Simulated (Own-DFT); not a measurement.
# Point defects and the pressure they add: D0_22 TiAl3

Everything here is calculated. The program is Own-DFT (plane waves, in-house, since retired, never reviewed by a person); positions were held fixed, and spin and spin-orbit coupling were off.

All runs used: PBE; PseudoDojo norm-conserving scalar-relativistic files; cutoff 42 hartree; 4 x 4 x 4 k mesh centred on Gamma; cold (Marzari-Vanderbilt) smearing of 0.2 eV.

Caveats: forces on such cells failed a check on a denser k mesh; stress not checked against mesh or cutoff.

All runs share one cell, with vectors in Å (-2.365, -6.981, 4.326); (-7.667, 3.491, 1.442); (-2.950, -3.488, -7.241) and a volume of 625.4 Å³. Atoms were moved at random from their sites; u is the rms move along one axis. The defect's site can differ from row to row.

| cell | formula | u (Å) | P (GPa) |
|---|---|---|---|
| no defect | Al30Ti10 | 0.0202 | 1.97 |
| no defect | Al30Ti10 | 0.0488 | 2.60 |
| no defect | Al30Ti10 | 0.0521 | 2.69 |
| two Ti on an Al site each | Al28Ti12 | 0.0276 | 3.29 |
| two Ti on an Al site each | Al28Ti12 | 0.0289 | ? |
| two Ti on an Al site each | Al28Ti12 | 0.0472 | 3.53 |
| two Ti on an Al site each | Al28Ti12 | 0.0545 | 3.94 |
| two Al on a Ti site each | Al32Ti8 | 0.0295 | 2.92 |
| two Al on a Ti site each | Al32Ti8 | 0.0308 | 2.91 |
| two Al on a Ti site each | Al32Ti8 | 0.0486 | 3.39 |
| two Al vacancies | Al28Ti10 | 0.0278 | 1.32 |
| two Al vacancies | Al28Ti10 | 0.0293 | 1.24 |
| two Al vacancies | Al28Ti10 | 0.0527 | 1.80 |

## Fit

P = P0 + c u² + a shift for each defect gives P0 = 1.89 GPa, c = 292 ± 22 GPa/Å² and a scatter of 0.07 GPa. The shifts, and each times the cell's volume:

- two Ti on an Al site each: 1.12 ± 0.06 GPa, 4.4 eV (2.2 eV for each of its 2 sites)
- two Al on a Ti site each: 0.78 ± 0.06 GPa, 3.0 eV (1.5 eV for each of its 2 sites)
- two Al vacancies: -0.87 ± 0.06 GPa, -3.4 eV (-1.7 eV for each of its 2 sites)

Positive is outwards. The product with the volume (160.2 GPa Å³ to the eV) is nearly free of the cell's size; divided by the bulk modulus at the cell's pressure it gives the volume that the defect adds. The atoms around the defects weren't relaxed, which would change these numbers.

## Check

Q: what pressure belongs in the blank (two Ti on an Al site each, u = 0.0289 Å)?

The fit gives 3.25 ± 0.08 GPa. The hidden result is 3.37 GPa.
